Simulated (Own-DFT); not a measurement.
# Point defects and the pressure they add: grey tin

Calculated, not measured: single-point runs of Own-DFT, a retired in-house plane-wave DFT program that no person has reviewed, on unrelaxed cells, without spin or spin-orbit coupling.

Settings: PBE; PseudoDojo norm-conserving scalar-relativistic files; cutoff 42 hartree; 3 x 3 x 3 k mesh centred on Gamma; cold (Marzari-Vanderbilt) smearing of 0.2 eV.

Caveats (not all hold for every row): not probed for a lower state with spin; forces on such cells moved up to 12 meV/angstrom on a denser k mesh; stress not checked against mesh or cutoff.

All runs share one cell, with vectors in Å (12.978, 0.000, 0.000); (0.000, 12.978, 0.000); (0.000, 0.000, 12.978) and a volume of 2185.9 Å³. u is the rms random offset of the atoms per axis. The defect's site can differ from row to row.

| cell | formula | u (Å) | P (GPa) |
|---|---|---|---|
| no defect | Sn64 | 0.0198 | 3.37 |
| no defect | Sn64 | 0.0494 | 3.64 |
| no defect | Sn64 | 0.0533 | 3.66 |
| one Sn vacancy | Sn63 | 0.0299 | 3.23 |
| one Sn vacancy | Sn63 | 0.0302 | 3.23 |
| one Sn vacancy | Sn63 | 0.0490 | ? |
| one Sn vacancy | Sn63 | 0.0503 | 3.42 |
| two Sn vacancies | Sn62 | 0.0302 | 3.12 |
| two Sn vacancies | Sn62 | 0.0308 | 3.08 |
| two Sn vacancies | Sn62 | 0.0501 | 3.30 |

## Fit

P = P0 + c u² + a shift for each defect gives P0 = 3.32 GPa, c = 123 ± 6 GPa/Å² and a scatter of 0.02 GPa. The shifts, and each times the cell's volume:

- one Sn vacancy: -0.21 ± 0.01 GPa, -2.9 eV
- two Sn vacancies: -0.34 ± 0.01 GPa, -4.6 eV (-2.3 eV for each of its 2 sites)

Against the defect-free cell, a freed cell would be larger where the shift is positive and smaller where it is negative (160.2 GPa Å³ is 1 eV). The atoms around the defects weren't relaxed, which would change these numbers.

## The run left out

The question: what pressure belongs in the blank (one Sn vacancy, u = 0.0490 Å)?

The fit gives 3.41 ± 0.02 GPa. The run itself gave 3.48 GPa. That is outside the usual scatter, by luck or through something left out of the fit.
